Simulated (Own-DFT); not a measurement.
# Two functionals across a range of volumes: C40 NbSi2, 36 atoms (Nb12Si24)

Everything here is calculated. The program is Own-DFT (plane waves, in-house, since retired, never reviewed by a person); positions were held fixed, and spin and spin-orbit coupling were off.

Known weak points: forces on such cells failed a check on a denser k mesh; stress not checked against mesh or cutoff.

Each geometry was run with PBE and with PBEsol, otherwise alike: PseudoDojo norm-conserving scalar-relativistic files made for PBE; cutoff 42 hartree; 4 x 4 x 5 k mesh centred on Gamma; cold (Marzari-Vanderbilt) smearing of 0.2 eV. Unstrained cell vectors in Å: (0.000, 8.324, 0.000); (-9.613, 0.000, 0.000); (0.000, 0.000, 6.586). Each has a uniform strain, of which the change of volume is shown, and random moves of rms u per axis.

| run | volume change (%) | u (Å) | P with PBE (GPa) | P with PBEsol (GPa) |
|---|---|---|---|---|
| 1 | 3.35 | 0.0496 | -2.97 | -6.48 |
| 2 | -2.47 | 0.0463 | 7.19 | 3.43 |
| 3 | -1.24 | 0.0451 | 5.72 | 2.00 |
| 4 | -2.04 | 0.0535 | 7.76 | 4.00 |
| 5 | 2.30 | 0.0513 | -1.32 | -4.88 |
| 6 | 2.36 | 0.0500 | -1.42 | -4.97 |
| 7 | 1.16 | 0.0456 | 0.03 | -3.56 |
| 8 | -2.36 | 0.0500 | 8.00 | 4.24 |
| 9 | -0.06 | 0.0516 | 3.37 | -0.28 |
| 10 | 0.89 | 0.0549 | 1.79 | -1.83 |
| 11 | -1.77 | 0.0513 | 7.00 | ? |

Q: by how much does PBEsol shrink this cell, and what belongs in the blank?

## Worked answer

Write v for the change of volume as a fraction. Fitted to v and u², the PBE pressure has a slope of -196 ± 6 GPa in v, with the ions held to the strained lattice. The difference PBEsol less PBE is -3.66 + 4.5 v GPa (slope ± 0.1) and averages -3.65 GPa. Divided by the mean slope of the two, 194 GPa, that makes PBEsol's volume at a given pressure, near 1 GPa, about 1.9 % smaller, or 0.63 % in lengths. At one volume PBEsol's slope is the smaller by 4 GPa, but its pressure there is lower too. If stiffness rises by about 4 GPa for each GPa, PBEsol at equal pressure is stiffer by about 10 GPa. Files made for PBEsol would give a different shift.

For run 11 the line gives 3.27 GPa. The calculation gave 3.26 GPa.
